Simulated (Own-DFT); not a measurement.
# Response to strain: wurtzite GaN, 72 atoms (Ga36N36)

These are calculations, not measurements. The program, named Own-DFT, is a retired in-house plane-wave density functional code that no person has reviewed. Each row is one single-point run on a periodic cell that was not relaxed, without spin or spin-orbit coupling.

Settings of every run: PBE; PseudoDojo norm-conserving scalar-relativistic files (stringent for Ga); cutoff 96 hartree; 4 x 4 x 3 k mesh centred on Gamma; Gaussian smearing of 0.01 eV.

Known limits: forces not confirmed at this smearing and k mesh; stress not checked against mesh or cutoff.

Unstrained cell vectors in Å: (9.567, 0.000, 0.000); (-4.784, 8.285, 0.000); (0.000, 0.000, 10.370). The unstrained cell has measured lattice constants (interpolated for alloys), not those of this functional. That, the random moves and any unrelaxed bonds set the pressure at no strain. Each run strains this cell uniformly, with the atoms carried along. Every atom was also moved at random, by a Gaussian of width 0.05 Å on each axis. Strain is the symmetric tensor, in per cent. Stress is positive in tension, and the pressure is minus a third of its trace.

| run | e_xx (%) | e_yy (%) | e_zz (%) | s_xx (GPa) | s_yy (GPa) | s_zz (GPa) | P (GPa) | E (meV/atom) |
|---|---|---|---|---|---|---|---|---|
| 1 | 0.00 | 0.00 | -1.25 | -8.64 | -7.73 | -13.26 | 9.88 | 40.6 |
| 2 | 0.00 | 0.00 | 2.75 | -5.16 | -5.00 | 3.08 | 2.36 | 25.4 |
| 3 | 0.00 | 0.00 | -1.25 | -9.58 | -7.50 | -13.34 | 10.14 | 49.6 |
| 4 | 0.00 | 0.00 | 2.75 | -4.50 | -4.25 | 3.96 | 1.59 | 10.8 |
| 5 | 0.00 | 0.00 | -0.50 | -6.22 | -7.23 | -11.52 | 8.33 | 31.8 |
| 6 | 0.00 | 0.00 | 1.75 | -6.50 | -5.23 | -0.09 | 3.94 | 25.4 |
| 7 | 0.00 | 0.00 | -0.50 | -7.14 | -9.17 | -9.29 | 8.53 | 40.5 |
| 8 | 0.00 | 0.00 | 1.75 | -5.24 | -4.65 | 0.29 | 3.20 | 0.0 |
| 9 | 0.00 | 0.00 | 0.75 | -6.52 | -5.90 | -3.26 | 5.23 | 9.5 |
| 10 | 0.00 | 0.00 | 0.75 | -5.11 | -6.49 | -3.63 | 5.08 | 6.0 |
| 11 | 0.00 | 0.00 | -0.25 | ? | ? | ? | ? | ? |

E is the free energy for each atom above the lowest run shown.

## Worked fit

The change of volume is close to e_xx + e_yy + e_zz. A straight line through the runs shown gives P = 7.26 - 205 x (fractional change of volume) GPa, with an error of 10 on the slope and a scatter of 0.46 GPa. The strain isn't the same on all axes and the cell isn't cubic, so the slope belongs to this path and is not the bulk modulus.

## Withheld run

Question: what pressure should run 11 give? Its volume changes by -0.25 %.

The line gives 7.8 GPa. The calculation gave 7.29 GPa.
